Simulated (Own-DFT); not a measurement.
# PBE against PBEsol on the same cells

All numbers below are calculated, not measured. The program, named Own-DFT, is a retired in-house plane-wave density functional code that no person has reviewed. Each row is one single-point run on a periodic cell that was not relaxed, without spin or spin-orbit coupling.

Known limits, some of them of some rows only: forces on such cells failed a check on a denser k mesh; forces on such cells moved up to 12 meV/angstrom on a denser k mesh; stress not checked against mesh or cutoff.

Each cell was run twice at the same cutoff, k mesh and smearing, with PBE and with PBEsol, on PseudoDojo norm-conserving files made for PBE. Atoms were moved at random from their sites; u is the rms move along one axis. Files made for PBEsol would give a somewhat different change.

```
                                               cell  atoms  volume (Å³/atom)  u (Å)  cutoff (hartree)  P with PBE (GPa)  P with PBEsol (GPa)  change (GPa)
              C11b WSi2 with one W vacancy (Si20W9)     29             13.90  0.027                50              3.57                -0.23         -3.80
              C11b WSi2 with one W vacancy (Si20W9)     29             13.90  0.029                50              3.99                 0.18         -3.81
              C11b WSi2 with one W vacancy (Si20W9)     29             13.90  0.055                50              4.92                 1.12         -3.80
                               C49 TiSi2 (Si40Ti20)     60             14.18  0.112                42              8.17                 4.86         -3.31
                               C49 TiSi2 (Si40Ti20)     60             14.18  0.106                42              7.12                 3.80         -3.32
                               C49 TiSi2 (Si40Ti20)     60             13.87  0.051                42              6.92                    ?             ?
D0_22 TiAl3 with two Al on a Ti site each (Al32Ti8)     40             15.63  0.052                42              3.42                 1.73         -1.69
D0_22 TiAl3 with two Al on a Ti site each (Al32Ti8)     40             15.63  0.069                42              4.33                 2.63         -1.70
D0_22 TiAl3 with two Al on a Ti site each (Al32Ti8)     40             15.63  0.028                42              2.93                 1.23         -1.69
                               L1_0 TiAl (Al16Ti16)     32             16.27  0.047                42              0.45                -2.34         -2.79
                               L1_0 TiAl (Al16Ti16)     32             16.06  0.051                42              1.75                -1.10         -2.84
                               L1_0 TiAl (Al16Ti16)     32             16.06  0.147                42              6.26                 3.41         -2.85
```

## Worked reading

Mean change of pressure by composition, in GPa: Si20W9, -3.80; Si2Ti, -3.32; AlTi, -2.83; Al4Ti, -1.70. At a fixed cell PBEsol gives the lower pressure, because it favours a smaller volume than PBE. Here the change varies more between materials than between cells of one material.

## Withheld value

Question: what PBEsol pressure should the Si40Ti20 cell with the blank give?

Adding the mean change of the cells with its composition, -3.32 GPa, to 6.92 gives 3.6 GPa. The calculation gave 3.51 GPa.
